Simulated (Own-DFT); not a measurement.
GaP (zincblende, atoms displaced) (calculated)

Computed with Own-DFT development build. A calculation, not a measurement: plane-wave PBE density functional theory by an unreviewed code, no spin, of a simulated periodic cell, stress positive in tension, free energy of the whole cell less one offset for each atom, forces on such cells passed a denser k mesh, this cell's mesh not checked; offsets are fitted by least squares, one for each functional and potential file, so energies compare only between cells with the same atoms and settings and are not formation energies; the far tail of each file's local potential was reset to the Coulomb form; each entry is a single point on an unrelaxed cell, so the pressure reflects the starting lattice, mostly measured values (interpolated for alloys), from which strain is counted, and rises with the displacements; printed positions are rounded, which can move forces by about a meV/angstrom; the program, named Own-DFT, is a retired in-house code; no spin-orbit coupling.

Common to all runs: functional PBE; potential files PseudoDojo norm-conserving, scalar-relativistic, standard set; wave cutoff 42 hartree; occupations Fermi-Dirac; smearing width 0.1 eV; hardware one NVIDIA H200; k mesh 2 x 3 x 3 centred on Gamma.

(1) 
```cif
# cell vector a (Å): 16.3515 0.0000 0.0000
# cell vector b (Å): 0.0000 10.9010 0.0000
# cell vector c (Å): 0.0000 0.0000 10.9010
data_GaP
_symmetry_space_group_name_H-M 'P 1'
_symmetry_Int_Tables_number 1
_cell_length_a 16.3515
_cell_length_b 10.9010
_cell_length_c 10.9010
_cell_angle_alpha 90.000
_cell_angle_beta 90.000
_cell_angle_gamma 90.000
_cell_volume 1943.08
loop_
_atom_site_label
_atom_site_type_symbol
_atom_site_fract_x
_atom_site_fract_y
_atom_site_fract_z
_atom_site_occupancy
Ga1 Ga 0.99367 0.99233 0.98976 1
Ga2 Ga 0.00715 0.25586 0.25318 1
Ga3 Ga 0.17615 0.99059 0.25260 1
Ga4 Ga 0.16718 0.25846 0.00172 1
P1 P 0.08910 0.12646 0.11732 1
P2 P 0.08407 0.36754 0.34596 1
P3 P 0.25012 0.13542 0.37024 1
P4 P 0.22955 0.38241 0.14795 1
Ga5 Ga 0.00571 0.00604 0.49785 1
Ga6 Ga 0.00192 0.25703 0.75942 1
Ga7 Ga 0.16361 0.98676 0.73995 1
Ga8 Ga 0.16569 0.26262 0.49602 1
P5 P 0.08947 0.12884 0.63354 1
P6 P 0.07031 0.37453 0.87251 1
P7 P 0.24982 0.12204 0.88929 1
P8 P 0.24609 0.37658 0.61548 1
Ga9 Ga 0.99505 0.48879 0.98171 1
Ga10 Ga 0.00160 0.77217 0.24256 1
Ga11 Ga 0.17502 0.49786 0.25910 1
Ga12 Ga 0.17223 0.74567 0.99548 1
P9 P 0.08762 0.61647 0.13358 1
P10 P 0.07738 0.87376 0.38123 1
P11 P 0.25253 0.62769 0.37458 1
P12 P 0.24617 0.86359 0.11363 1
Ga13 Ga 0.00423 0.49371 0.50709 1
Ga14 Ga 0.99374 0.76118 0.74813 1
Ga15 Ga 0.15869 0.49679 0.75921 1
Ga16 Ga 0.16208 0.75009 0.51467 1
P13 P 0.08386 0.62012 0.62098 1
P14 P 0.07981 0.87184 0.87462 1
P15 P 0.24984 0.62609 0.88005 1
P16 P 0.25311 0.87748 0.60716 1
Ga17 Ga 0.33479 0.98617 0.99275 1
Ga18 Ga 0.33860 0.25216 0.25851 1
Ga19 Ga 0.50170 0.01571 0.25517 1
Ga20 Ga 0.50197 0.24655 0.00335 1
P17 P 0.41553 0.11627 0.11830 1
P18 P 0.41854 0.36781 0.35096 1
P19 P 0.58753 0.12714 0.37608 1
P20 P 0.58728 0.36406 0.11856 1
Ga21 Ga 0.32960 0.99701 0.49198 1
Ga22 Ga 0.34204 0.25346 0.74810 1
Ga23 Ga 0.49830 0.99621 0.75311 1
Ga24 Ga 0.50434 0.24441 0.49888 1
P21 P 0.41452 0.12779 0.62854 1
P22 P 0.41074 0.38417 0.88550 1
P23 P 0.57896 0.12843 0.86444 1
P24 P 0.58974 0.38387 0.61809 1
Ga25 Ga 0.32875 0.49915 0.99768 1
Ga26 Ga 0.32739 0.73852 0.25774 1
Ga27 Ga 0.50291 0.48651 0.25690 1
Ga28 Ga 0.48964 0.73335 0.00671 1
P25 P 0.41593 0.60869 0.12430 1
P26 P 0.41607 0.88821 0.38238 1
P27 P 0.57956 0.62000 0.37334 1
P28 P 0.58454 0.87046 0.12854 1
Ga29 Ga 0.33094 0.50728 0.48970 1
Ga30 Ga 0.34245 0.75141 0.76506 1
Ga31 Ga 0.49606 0.48369 0.75564 1
Ga32 Ga 0.49054 0.74069 0.49459 1
P29 P 0.41808 0.62825 0.62780 1
P30 P 0.42229 0.87142 0.87529 1
P31 P 0.59080 0.61857 0.86366 1
P32 P 0.58564 0.87847 0.63152 1
Ga33 Ga 0.66703 0.00722 0.00648 1
Ga34 Ga 0.67849 0.26765 0.25544 1
Ga35 Ga 0.82723 0.99611 0.24026 1
Ga36 Ga 0.84170 0.25419 0.00727 1
P33 P 0.74945 0.13859 0.10730 1
P34 P 0.74569 0.36649 0.36521 1
P35 P 0.90765 0.12708 0.36346 1
P36 P 0.91206 0.38224 0.11375 1
Ga37 Ga 0.66286 0.00787 0.51684 1
Ga38 Ga 0.66952 0.24615 0.75874 1
Ga39 Ga 0.84137 0.00312 0.74624 1
Ga40 Ga 0.83002 0.22775 0.50610 1
P37 P 0.73872 0.12438 0.61433 1
P38 P 0.75339 0.38708 0.86504 1
P39 P 0.91427 0.12709 0.88193 1
P40 P 0.90864 0.38430 0.60675 1
Ga41 Ga 0.66292 0.49138 0.00384 1
Ga42 Ga 0.67693 0.72937 0.24508 1
Ga43 Ga 0.83194 0.52909 0.23569 1
Ga44 Ga 0.82262 0.73071 0.98949 1
P41 P 0.75048 0.64006 0.11774 1
P42 P 0.75400 0.89704 0.37009 1
P43 P 0.91946 0.62890 0.37041 1
P44 P 0.91559 0.88219 0.12869 1
Ga45 Ga 0.66950 0.48077 0.51215 1
Ga46 Ga 0.67292 0.74818 0.75481 1
Ga47 Ga 0.83583 0.50780 0.73499 1
Ga48 Ga 0.83203 0.74481 0.50378 1
P45 P 0.74445 0.63206 0.61710 1
P46 P 0.75482 0.87686 0.87600 1
P47 P 0.92096 0.62842 0.87072 1
P48 P 0.92444 0.88095 0.63531 1
_calc_free_energy_of_cell_above_offsets '-36.394'  # eV
_calc_pressure 5.27  # GPa
_calc_stress_xx -5.31  # GPa
_calc_stress_yy -5.33  # GPa
_calc_stress_zz -5.15  # GPa
_calc_stress_yz -1.21  # GPa
_calc_stress_xz 0.92  # GPa
_calc_stress_xy -1.94  # GPa
_calc_wall_time 974.4  # s
```

Force:
```
element  x (eV/Å)  y (eV/Å)  z (eV/Å)
     Ga     0.931     0.804     1.161
     Ga    -3.534    -3.164    -3.155
     Ga    -1.139      0.63     -0.34
     Ga    -0.369    -0.228    -0.031
      P    -1.188    -1.081     0.604
      P     1.844     3.022      5.08
      P     0.001    -1.014     0.682
      P      5.53    -4.136    -5.222
     Ga    -1.052     0.994     0.407
     Ga    -2.218    -2.089    -2.573
     Ga     0.889     0.495     1.006
     Ga    -0.815    -1.182    -0.614
      P    -0.935     0.763     -1.01
      P     4.013     0.043     0.575
      P     0.156     0.398    -1.889
      P     1.073      0.87     1.422
     Ga    -0.525     2.183     2.609
     Ga     0.116    -2.239     0.085
     Ga    -3.157     4.399     2.634
     Ga    -2.613    -0.519     0.409
      P    -0.869     0.948    -1.089
      P      2.09      0.21    -0.187
      P    -2.197    -0.118     1.556
      P     1.724     0.835     1.725
     Ga    -0.062    -0.006    -2.432
     Ga     1.901    -1.826     0.909
     Ga     0.931     0.226    -0.776
     Ga     0.423     0.124     -1.71
      P     -0.67     0.291     1.592
      P      0.97    -0.474    -0.162
      P     0.243    -0.554    -1.636
      P    -0.406    -1.047     2.683
     Ga    -0.368     0.521     0.751
     Ga    -2.286    -1.799    -2.968
     Ga     0.178    -1.378    -0.538
     Ga    -0.752    -0.265    -0.635
      P    -0.244     0.728      0.43
      P     0.665     1.096      4.39
      P     0.573      0.46    -0.255
      P    -0.441     0.462     1.378
     Ga     0.048      2.29     0.149
     Ga    -1.872     0.129     0.782
     Ga     0.284     0.501    -0.967
     Ga    -0.329     0.683     0.052
      P     0.635    -0.954    -0.941
      P     0.958    -1.883    -0.553
      P     0.311    -0.397      1.28
      P    -3.463    -3.397     3.047
     Ga    -1.353     0.014      1.86
     Ga     1.971     1.971    -2.015
     Ga     1.219     1.143    -1.978
     Ga     2.333     0.872     -0.69
      P     -0.63     0.133     1.351
      P     0.517    -1.591    -1.631
      P     1.126    -0.183     0.375
      P    -0.343    -0.059      0.09
     Ga      1.13    -1.052     1.001
     Ga    -1.546    -0.586    -1.797
     Ga     1.089     1.473    -0.891
     Ga     1.407     1.365    -0.015
      P     -0.64    -1.434     0.409
      P     0.167     0.157      0.86
      P    -1.664    -0.214     1.386
      P    -0.734    -1.345    -0.291
     Ga    -0.908    -0.928     -0.95
     Ga    -4.145     -4.59    -4.134
     Ga     0.607      1.91    -1.197
     Ga    -1.573    -0.019    -1.857
      P     0.048     -0.42     1.981
      P     4.763     4.587     4.329
      P     1.738    -0.156     0.425
      P     1.259     0.979     2.276
     Ga    -1.524    -2.338    -3.014
     Ga     0.019     1.083    -0.785
     Ga    -1.456     0.348      0.34
     Ga     0.423     1.736    -1.272
      P     2.693     1.229     3.558
      P     0.315    -0.935      0.85
      P     0.452     0.398    -1.204
      P      0.49    -1.911     1.123
     Ga      0.81     0.946    -1.122
     Ga    -2.803      3.44     2.722
     Ga      0.87    -2.186     1.127
     Ga     2.948      2.67    -1.539
      P    -1.124    -3.632    -0.707
      P    -1.832    -2.831     2.004
      P     0.396     0.349     0.428
      P    -0.747    -0.859    -1.739
     Ga      1.92     2.861    -3.347
     Ga     -0.51     1.005    -0.233
     Ga    -0.421     0.548     0.539
     Ga     0.803     1.485    -1.106
      P     0.411    -0.812     0.232
      P    -0.345      0.59    -0.228
      P    -1.032    -0.279     -0.32
      P    -1.582     0.717    -2.918
```

(2) 
```cif
# cell vector a (Å): 16.3515 0.0000 0.0000
# cell vector b (Å): 0.0000 10.9010 0.0000
# cell vector c (Å): 0.0000 0.0000 10.9010
data_GaP
_symmetry_space_group_name_H-M 'P 1'
_symmetry_Int_Tables_number 1
_cell_length_a 16.3515
_cell_length_b 10.9010
_cell_length_c 10.9010
_cell_angle_alpha 90.000
_cell_angle_beta 90.000
_cell_angle_gamma 90.000
_cell_volume 1943.08
loop_
_atom_site_label
_atom_site_type_symbol
_atom_site_fract_x
_atom_site_fract_y
_atom_site_fract_z
_atom_site_occupancy
Ga1 Ga 0.99549 0.00922 0.00570 1
Ga2 Ga 0.99608 0.25551 0.25307 1
Ga3 Ga 0.15884 0.00814 0.25240 1
Ga4 Ga 0.15744 0.25440 0.00789 1
P1 P 0.07384 0.12673 0.12212 1
P2 P 0.07915 0.36925 0.37548 1
P3 P 0.25067 0.14256 0.38740 1
P4 P 0.24656 0.37312 0.13377 1
Ga5 Ga 0.00669 0.01159 0.50440 1
Ga6 Ga 0.99768 0.25149 0.74729 1
Ga7 Ga 0.17641 0.99769 0.75567 1
Ga8 Ga 0.16021 0.26713 0.49364 1
P5 P 0.08787 0.10694 0.62275 1
P6 P 0.07725 0.37923 0.87649 1
P7 P 0.24597 0.12635 0.86542 1
P8 P 0.25444 0.37405 0.63682 1
Ga9 Ga 0.00684 0.49365 0.99690 1
Ga10 Ga 0.00142 0.75408 0.25649 1
Ga11 Ga 0.16615 0.51917 0.23927 1
Ga12 Ga 0.16871 0.74569 0.99977 1
P9 P 0.08219 0.61964 0.11891 1
P10 P 0.08880 0.89052 0.38781 1
P11 P 0.25810 0.62788 0.37729 1
P12 P 0.24731 0.85495 0.12464 1
Ga13 Ga 0.99766 0.48880 0.49541 1
Ga14 Ga 0.00004 0.76120 0.75481 1
Ga15 Ga 0.16375 0.50165 0.76226 1
Ga16 Ga 0.17131 0.75080 0.50203 1
P13 P 0.08729 0.62103 0.61359 1
P14 P 0.08509 0.87085 0.87231 1
P15 P 0.24233 0.64545 0.87773 1
P16 P 0.26098 0.86633 0.61777 1
Ga17 Ga 0.34127 0.00158 0.00192 1
Ga18 Ga 0.33881 0.24700 0.25079 1
Ga19 Ga 0.49658 0.00604 0.25511 1
Ga20 Ga 0.51135 0.25578 0.99983 1
P17 P 0.42030 0.13244 0.11171 1
P18 P 0.42528 0.37038 0.38056 1
P19 P 0.57955 0.11970 0.37555 1
P20 P 0.59486 0.37033 0.12730 1
Ga21 Ga 0.33019 0.99622 0.49804 1
Ga22 Ga 0.34035 0.26099 0.74720 1
Ga23 Ga 0.49724 0.99019 0.74455 1
Ga24 Ga 0.50138 0.23603 0.50059 1
P21 P 0.41489 0.11749 0.62267 1
P22 P 0.41313 0.37196 0.87607 1
P23 P 0.58664 0.12125 0.86444 1
P24 P 0.58644 0.38433 0.62263 1
Ga25 Ga 0.32525 0.50590 0.99345 1
Ga26 Ga 0.33220 0.75333 0.23896 1
Ga27 Ga 0.49376 0.51210 0.24744 1
Ga28 Ga 0.49242 0.75246 0.98985 1
P25 P 0.41167 0.61408 0.11975 1
P26 P 0.41561 0.86985 0.37719 1
P27 P 0.58042 0.63574 0.36564 1
P28 P 0.59037 0.89018 0.12731 1
Ga29 Ga 0.33944 0.50206 0.50670 1
Ga30 Ga 0.32211 0.73953 0.75131 1
Ga31 Ga 0.50726 0.50057 0.76135 1
Ga32 Ga 0.50954 0.75137 0.51843 1
P29 P 0.42129 0.61662 0.63312 1
P30 P 0.41535 0.87897 0.87641 1
P31 P 0.58992 0.61779 0.87952 1
P32 P 0.57337 0.85920 0.62525 1
Ga33 Ga 0.66673 0.99959 0.00344 1
Ga34 Ga 0.67818 0.27211 0.23115 1
Ga35 Ga 0.83296 0.99062 0.26511 1
Ga36 Ga 0.83174 0.25715 0.99976 1
P33 P 0.74989 0.12357 0.12093 1
P34 P 0.74040 0.38486 0.37830 1
P35 P 0.91573 0.13378 0.37837 1
P36 P 0.92763 0.39099 0.11998 1
Ga37 Ga 0.66709 0.98883 0.50146 1
Ga38 Ga 0.65445 0.25439 0.74229 1
Ga39 Ga 0.83512 0.00959 0.76127 1
Ga40 Ga 0.83743 0.24949 0.49867 1
P37 P 0.74489 0.11226 0.63494 1
P38 P 0.74782 0.37916 0.87462 1
P39 P 0.91739 0.12059 0.88574 1
P40 P 0.91450 0.36689 0.62037 1
Ga41 Ga 0.66405 0.49400 0.98383 1
Ga42 Ga 0.66319 0.74618 0.24546 1
Ga43 Ga 0.83351 0.50527 0.25083 1
Ga44 Ga 0.82731 0.74256 0.00124 1
P41 P 0.75528 0.61771 0.13068 1
P42 P 0.75236 0.87811 0.37788 1
P43 P 0.91994 0.61079 0.37079 1
P44 P 0.91241 0.87444 0.11301 1
Ga45 Ga 0.66335 0.49432 0.50401 1
Ga46 Ga 0.67349 0.73421 0.75492 1
Ga47 Ga 0.83591 0.49795 0.76077 1
Ga48 Ga 0.83994 0.73798 0.49255 1
P45 P 0.75543 0.61969 0.62274 1
P46 P 0.75443 0.87171 0.87497 1
P47 P 0.93215 0.62969 0.89007 1
P48 P 0.91692 0.87435 0.61422 1
_calc_free_energy_of_cell_above_offsets '-41.492'  # eV
_calc_pressure 4.57  # GPa
_calc_stress_xx -4.55  # GPa
_calc_stress_yy -4.34  # GPa
_calc_stress_zz -4.82  # GPa
_calc_stress_yz 0.09  # GPa
_calc_stress_xz -0.88  # GPa
_calc_stress_xy -0.34  # GPa
_calc_wall_time 942.7  # s
```

Force:
```
element  x (eV/Å)  y (eV/Å)  z (eV/Å)
     Ga     0.707     -2.12    -0.478
     Ga    -0.144    -0.278    -0.655
     Ga     1.522     0.233    -0.364
     Ga     0.971    -0.299    -0.726
      P      0.94     0.417     1.177
      P     0.187     1.848    -1.528
      P    -0.148    -1.306    -1.245
      P     0.206     0.299     -0.75
     Ga    -2.399     -1.12    -0.935
     Ga     0.502    -1.277    -0.006
     Ga    -0.992    -1.633    -1.314
     Ga      1.32    -1.471     2.256
      P     1.249     3.073     1.752
      P     1.361    -1.615    -1.165
      P     1.618     1.431     2.121
      P    -1.397     1.198    -1.169
     Ga    -0.259     1.428      0.42
     Ga     0.084     0.361    -0.538
     Ga     1.012    -1.425     1.866
     Ga    -2.666     1.265     1.127
      P    -0.301     1.718     0.189
      P    -0.592    -1.789    -0.921
      P    -0.701    -0.259    -0.392
      P    -0.266     3.594     -0.14
     Ga     0.521     0.457     0.834
     Ga    -0.078    -0.932    -1.555
     Ga     0.442      0.27    -1.177
     Ga     0.042    -0.178    -0.461
      P    -0.873    -0.061     1.101
      P     0.479     1.417     1.089
      P     0.807    -3.679    -0.714
      P    -1.668     0.599     0.989
     Ga    -2.062    -0.004     -0.13
     Ga    -0.034     0.386     0.126
     Ga    -0.383     -0.62    -0.555
     Ga    -0.517     -0.45    -0.648
      P     0.226      -0.1     1.396
      P     -0.77     0.601    -0.529
      P     2.027      0.58    -0.151
      P    -3.367     2.847    -1.742
     Ga     0.608     0.699    -0.855
     Ga    -0.541    -2.279    -0.167
     Ga     0.129     0.792     0.273
     Ga       0.2     0.682     0.504
      P     0.016     0.451     0.486
      P     1.559     1.174     1.056
      P    -0.916    -0.355     0.768
      P    -2.266     -1.23     0.363
     Ga    -0.321    -0.919     0.035
     Ga     1.258    -0.989     1.609
     Ga     1.154    -1.494     0.587
     Ga     1.447    -0.479      1.39
      P     0.128     1.508    -0.692
      P     0.291     0.066    -0.359
      P    -0.203    -1.037     1.554
      P    -2.087     -1.78     0.348
     Ga    -0.381    -0.844    -0.358
     Ga     2.847     0.852     -0.84
     Ga    -1.075    -0.687    -0.569
     Ga    -4.379    -3.832    -4.573
      P    -0.036     0.912      0.42
      P    -0.694    -0.826     -1.19
      P     -1.64     2.098    -0.315
      P     5.193     3.775     3.843
     Ga     0.802     0.503    -1.524
     Ga     1.074    -3.176      2.26
     Ga     1.023     1.416    -1.888
     Ga     0.536    -0.058      0.49
      P     1.021     0.312     0.859
      P     2.529    -1.055    -0.441
      P     0.454    -1.352    -0.691
      P    -2.544    -1.798      1.26
     Ga    -0.947     0.441     0.332
     Ga     2.085    -0.504     0.242
     Ga     0.038    -1.328    -1.054
     Ga    -2.483    -0.268     0.285
      P      0.23     1.489    -0.751
      P     0.469    -1.413    -0.956
      P    -0.387     2.031    -1.252
      P     0.146     1.164     1.182
     Ga      1.18    -0.278     2.865
     Ga     1.328     0.991    -0.392
     Ga     0.269     -1.44     0.132
     Ga     0.972      -0.1    -0.167
      P    -2.002     0.592    -1.172
      P    -0.835    -2.307     0.402
      P     0.378     1.325     0.215
      P     0.285    -0.102     1.891
     Ga     0.301     2.412     -0.79
     Ga    -0.165     1.099     -0.61
     Ga     0.923      0.59    -0.371
     Ga    -0.432     0.682     0.239
      P    -0.109    -0.224    -0.051
      P     -0.84     0.062     0.011
      P     -2.23     0.092    -1.309
      P     0.035     0.538      0.98
```
